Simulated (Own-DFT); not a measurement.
# Point defects and the pressure they add: zincblende GaAs

Calculated, not measured: single-point runs of Own-DFT, a retired in-house plane-wave DFT program that no person has reviewed, on unrelaxed cells, without spin or spin-orbit coupling.

All runs used: PBE; PseudoDojo norm-conserving scalar-relativistic files; cutoff 42 hartree; 3 x 3 x 3 k mesh centred on Gamma; Fermi-Dirac smearing of 0.1 eV.

Limits (not all hold for every row): not probed for a lower state with spin; forces on such cells failed a check on a denser k mesh; forces not confirmed at this smearing and k mesh; forces on such cells passed a denser k mesh, each cell not checked; stress not checked against mesh or cutoff.

All runs share one cell, with vectors in Å (11.307, 0.000, 0.000); (0.000, 11.307, 0.000); (0.000, 0.000, 11.307) and a volume of 1445.4 Å³. u is the rms random offset of the atoms per axis. The defect's site can differ from row to row.

```
                    cell     formula   u (Å)  P (GPa)
               no defect    As32Ga32  0.0202     3.52
               no defect    As32Ga32  0.0213     3.52
               no defect    As32Ga32  0.0512     3.99
     one P on an As site   As31Ga32P  0.0279     3.31
     one P on an As site   As31Ga32P  0.0298     3.35
     one P on an As site   As31Ga32P  0.0301     3.37
     one Al on a Ga site  AlAs32Ga31  0.0494     3.90
     one Al on a Ga site  AlAs32Ga31  0.0498     3.96
     one Al on a Ga site  AlAs32Ga31  0.0514     3.95
     one As on a Ga site    As33Ga31  0.0295     4.25
     one As on a Ga site    As33Ga31  0.0297     4.26
     one As on a Ga site    As33Ga31  0.0499     4.55
two As on a Ga site each    As34Ga30  0.0291        ?
two As on a Ga site each    As34Ga30  0.0315     4.80
two As on a Ga site each    As34Ga30  0.0318     4.82
two As on a Ga site each    As34Ga30  0.0325     4.76
```

## Working it out

P = P0 + c u² + a shift for each defect gives P0 = 3.44 GPa, c = 202 ± 12 GPa/Å² and a scatter of 0.03 GPa. The shifts, and each times the cell's volume:

- two As on a Ga site each: 1.14 ± 0.02 GPa, 10.3 eV (5.2 eV for each of its 2 sites)
- one As on a Ga site: 0.63 ± 0.02 GPa, 5.7 eV
- one Al on a Ga site: -0.01 ± 0.03 GPa, -0.1 eV (not resolved)
- one P on an As site: -0.27 ± 0.02 GPa, -2.5 eV

A positive shift means that the defect pushes the cell outwards. Shift times volume (160.2 GPa Å³ is 1 eV) depends little on the cell's size, so, taken for each site, it can be compared between cells at like pressure. The atoms around the defects weren't relaxed, which would change these numbers.

## Check

The question: what pressure belongs in the blank (two As on a Ga site each, u = 0.0291 Å)?

The fitted form gives 4.76 ± 0.03 GPa. The hidden result is 4.76 GPa.
